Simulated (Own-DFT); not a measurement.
# Strain and stress in 2H SiC, 72 atoms (C36Si36)

All numbers below are calculated, not measured. They come from Own-DFT, an in-house plane-wave density functional program, since retired, whose code no person has reviewed. Each row is one single-point run on a periodic cell that was not relaxed, without spin or spin-orbit coupling.

Settings of every run: PBE; PseudoDojo norm-conserving scalar-relativistic files; cutoff 42 hartree; 4 x 4 x 3 k mesh centred on Gamma; Fermi-Dirac smearing of 0.1 eV.

Known limits: forces on such cells passed a denser k mesh, each cell not checked; stress not checked against mesh or cutoff.

Unstrained cell vectors in Å: (9.248, 0.000, 0.000); (-4.624, 8.009, 0.000); (0.000, 0.000, 10.068). The unstrained cell has measured lattice constants (interpolated for alloys), not those of this functional. That, the random moves and any unrelaxed bonds set the pressure at no strain. Each run strains this cell uniformly, with the atoms carried along. Every atom was also moved at random, by a Gaussian of width 0.05 Å on each axis. Strain is the symmetric tensor, in per cent. Stress is positive in tension, and the pressure is minus a third of its trace.

| run | e_xx (%) | e_yy (%) | e_zz (%) | e_yz (%) | e_xz (%) | e_xy (%) | s_xx (GPa) | s_yy (GPa) | s_zz (GPa) | s_yz (GPa) | s_xz (GPa) | s_xy (GPa) | P (GPa) | E (meV/atom) |
|---|---|---|---|---|---|---|---|---|---|---|---|---|---|---|
| 1 | -0.34 | -0.13 | 1.37 | -0.41 | -1.10 | -0.11 | -5.75 | -3.82 | -0.11 | -1.92 | -2.28 | -0.20 | 3.23 | 10.1 |
| 2 | -0.43 | 1.05 | -0.82 | 1.99 | 1.68 | 0.93 | -5.49 | 0.49 | -14.41 | 6.14 | 5.82 | 4.68 | 6.47 | 40.9 |
| 3 | 0.54 | 0.91 | 1.33 | -1.73 | 0.48 | 1.83 | -3.10 | 1.06 | 2.40 | -4.41 | 2.04 | 8.20 | -0.12 | 29.5 |
| 4 | 1.60 | -0.36 | 0.86 | 0.70 | -1.56 | -1.45 | 5.59 | -4.98 | -1.82 | 2.10 | -4.88 | -5.40 | 0.40 | 0.0 |
| 5 | -0.04 | 1.44 | -1.24 | -1.30 | -0.28 | 0.32 | -4.21 | 2.35 | -13.55 | -4.54 | -0.13 | 1.73 | 5.14 | 29.2 |
| 6 | -1.72 | -1.63 | 0.18 | 0.17 | -0.01 | -0.94 | -15.73 | -14.00 | -10.28 | 0.09 | 0.09 | -5.52 | 13.34 | 47.4 |
| 7 | -0.64 | -1.57 | 1.96 | -0.52 | -1.51 | 0.37 | -8.15 | -15.46 | 3.83 | -0.68 | -6.03 | 1.65 | 6.59 | 27.6 |
| 8 | 0.13 | 1.51 | 0.94 | -1.77 | -1.59 | 0.51 | -4.43 | 4.72 | -1.39 | -4.95 | -5.81 | 0.95 | 0.37 | 36.6 |
| 9 | 1.69 | 1.63 | 1.51 | -1.59 | 0.50 | 0.22 | 4.56 | 6.33 | 1.33 | -4.69 | 2.05 | -0.24 | -4.07 | 27.2 |
| 10 | -1.37 | 0.13 | -1.29 | -0.17 | -1.49 | 1.77 | -14.50 | -5.73 | -14.95 | -0.37 | -5.66 | 9.79 | 11.73 | 33.8 |
| 11 | 1.35 | 0.78 | -1.54 | 1.28 | -1.41 | 1.26 | 2.60 | 0.88 | -16.01 | 3.99 | -4.72 | 5.67 | 4.17 | 22.4 |
| 12 | 1.67 | 0.81 | -0.10 | -1.81 | 0.01 | 1.10 | 5.73 | 0.31 | -6.68 | -4.51 | 0.82 | 4.14 | 0.21 | 21.4 |
| 13 | 1.96 | 1.13 | 0.77 | -1.76 | -1.82 | 0.82 | 6.75 | 3.48 | -2.12 | -4.83 | -5.37 | 5.44 | -2.70 | 12.2 |
| 14 | -1.64 | -1.04 | -1.51 | -0.20 | -0.75 | -0.68 | -15.90 | -13.51 | -20.27 | -0.29 | -2.79 | -4.10 | 16.56 | 70.9 |
| 15 | -0.58 | -0.74 | 1.97 | 1.29 | -0.12 | 0.77 | -4.89 | -9.27 | 3.33 | 4.09 | -0.46 | 2.99 | 3.61 | 14.1 |
| 16 | 1.24 | 1.76 | -1.48 | 0.34 | 0.32 | -0.01 | 3.97 | 3.69 | -15.39 | 1.12 | 0.97 | -0.08 | 2.58 | 28.7 |
| 17 | 0.38 | 1.18 | 0.13 | -1.84 | 0.88 | 1.34 | ? | ? | ? | ? | ? | ? | ? | ? |

E is the free energy for each atom above the lowest run shown.

## Worked fit

Each stress component was fitted by least squares to a constant and the strains of the runs shown, as fractions, with shears doubled. Shear strains stay in the fit of a normal stress only where such slopes are resolved. The slopes, in GPa:

| stress | at no strain | per e_xx | per e_yy | per e_zz | scatter |
|---|---|---|---|---|---|
| s_xx | -4.6 | 602 ± 42 | 0 ± 47 | 21 ± 32 | 1.46 |
| s_yy | -5.0 | 69 ± 31 | 574 ± 35 | 48 ± 23 | 1.07 |
| s_zz | -8.1 | 59 ± 36 | 60 ± 41 | 613 ± 27 | 1.25 |

Each shear stress against twice its own strain: yz 144 ± 5, xz 176 ± 10, xy 242 ± 17 GPa. These are stiffnesses along x, y and z of the frame in which the cell vectors are given, which need not be the crystal's axes. The atoms are held to the strained lattice; where symmetry lets them move under strain, relaxing them would lower some slopes. The table should be nearly symmetric about its diagonal, and what it lacks of that shows the noise. A ninth of its sum, 228 ± 6 GPa, estimates the bulk modulus near the mean pressure of these runs, 4.2 GPa, so it lies above the value at zero pressure.

## Withheld run

Question: what normal stresses and pressure should run 17 give?

The fit gives s_xx = -2.3, s_yy = 2.1, s_zz = -6.4 and P = 2.2 GPa. The calculation gave -1.60, 1.40, -6.00 and P = 2.07 GPa.
